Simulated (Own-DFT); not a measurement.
# How strain changes the stress of wurtzite GaN, 72 atoms (Ga36N36)

Calculated results; nothing here was measured. The program, named Own-DFT, is a retired in-house plane-wave density functional code that no person has reviewed. Each row is one single-point run on a periodic cell that was not relaxed, without spin or spin-orbit coupling.

Settings of every run: PBE; PseudoDojo norm-conserving scalar-relativistic files (stringent for Ga); cutoff 96 hartree; 4 x 4 x 3 k mesh centred on Gamma; Gaussian smearing of 0.01 eV.

Known limits: forces not confirmed at this smearing and k mesh; stress not checked against mesh or cutoff.

Unstrained cell vectors in Å: (9.567, 0.000, 0.000); (-4.783, 8.285, 0.000); (0.000, 0.000, 10.370). The unstrained cell has measured lattice constants (interpolated for alloys), not those of this functional. That, the random moves and any unrelaxed bonds set the pressure at no strain. Each run strains this cell uniformly, with the atoms carried along. Every atom was also moved at random, by a Gaussian of width 0.05 Å on each axis. Strain is the symmetric tensor, in per cent. Stress is positive in tension, and the pressure is minus a third of its trace.

```
run  e_xx (%)  e_yy (%)  e_zz (%)  e_yz (%)  e_xz (%)  e_xy (%)  s_xx (GPa)  s_yy (GPa)  s_zz (GPa)  s_yz (GPa)  s_xz (GPa)  s_xy (GPa)  P (GPa)  E (meV/atom)
  1     -1.78     -0.24      0.76      0.46      0.94     -1.89      -15.02       -9.44       -6.50        2.14        2.52       -6.83    10.32          36.0
  2     -0.79     -1.75     -1.94      1.28     -1.66     -1.11      -15.08      -19.28      -18.75        3.72       -3.15       -4.76    17.70          71.5
  3     -1.58      0.86     -1.18      0.76      1.19     -0.25      -14.96       -5.18      -13.24        1.82        3.01       -1.37    11.13          28.5
  4      0.78     -1.86      1.60      0.86      0.16     -1.49       -4.57      -13.52       -1.86        2.65        0.99       -4.58     6.65          27.9
  5      1.17      1.59     -0.10      1.90      1.69     -1.92       -0.89        0.11       -5.08        4.05        3.12       -4.51     1.95           8.6
  6     -1.60      1.98     -0.28      1.84      1.95      1.17      -11.85       -0.32      -11.07        3.31        4.23        3.82     7.75          38.4
  7     -1.21      1.48     -0.44     -1.69     -1.62     -1.82      -12.32       -3.15       -9.53       -4.14       -3.60       -6.96     8.33          45.1
  8      0.86      1.51      0.75      0.18      0.21     -0.35       -2.27        0.26       -2.27        0.19        0.83       -0.75     1.43           5.5
  9      1.43     -0.20      1.29      0.04      0.75      0.60        0.02       -4.62       -1.51       -0.11        1.50        1.57     2.04           0.0
 10      1.68     -1.11      0.49      1.51      0.78     -0.09       -1.43       -9.73       -4.57        3.36        1.68       -0.36     5.24          19.1
 11      0.72     -0.05     -1.42     -1.53     -0.99     -1.58       -4.16       -8.55      -14.81       -3.11       -2.22       -4.20     9.18          35.7
 12     -1.03      0.39     -1.38     -0.25     -1.95      0.27      -12.92       -7.07      -14.70       -1.35       -4.94       -0.62    11.56          39.1
 13      0.38      0.30     -1.49     -0.49      0.38      1.97       -6.66       -7.03      -13.25       -0.31       -0.01        6.81     8.98          28.1
 14      1.39      1.67     -0.73     -1.50      0.95      1.12       -2.40        1.61       -8.86       -2.18        2.29        1.90     3.22          26.4
 15     -0.48      1.13     -0.25     -1.21      1.27     -0.04       -8.14       -2.77       -7.94       -2.64        3.26       -0.56     6.28          12.6
 16      1.12     -1.85     -1.39     -1.42     -1.65     -1.62       -5.06      -14.58      -15.97       -2.06       -3.86       -4.67    11.87          42.7
 17     -1.69      1.64      0.10     -1.16     -0.51      1.03           ?           ?           ?           ?           ?           ?        ?             ?
```

E is the free energy for each atom above the lowest run shown.

## Worked fit

Each stress component was fitted by least squares to a constant and the strains of the runs shown, as fractions, with shears doubled. Shear strains stay in the fit of a normal stress only where such slopes are resolved. The slopes, in GPa:

| stress | at no strain | per e_xx | per e_yy | per e_zz | scatter |
|---|---|---|---|---|---|
| s_xx | -7.6 | 429 ± 20 | 90 ± 18 | 84 ± 22 | 0.88 |
| s_yy | -7.3 | 109 ± 19 | 445 ± 17 | 94 ± 21 | 0.85 |
| s_zz | -8.1 | 97 ± 20 | 92 ± 18 | 449 ± 23 | 0.92 |

Each shear stress against twice its own strain: yz 96 ± 7, xz 117 ± 7, xy 144 ± 10 GPa. These are stiffnesses along x, y and z of the frame in which the cell vectors are given, which need not be the crystal's axes. The atoms are held to the strained lattice; where symmetry lets them move under strain, relaxing them would lower some slopes. The table should be nearly symmetric about its diagonal, and what it lacks of that shows the noise. A ninth of its sum, 210 ± 5 GPa, estimates the bulk modulus near the mean pressure of these runs, 7.7 GPa, so it lies above the value at zero pressure.

## Withheld run

Question: what normal stresses and pressure should run 17 give?

The fit gives s_xx = -13.2, s_yy = -1.7, s_zz = -7.8 and P = 7.6 GPa. The calculation gave -12.87, -2.72, -7.33 and P = 7.64 GPa.
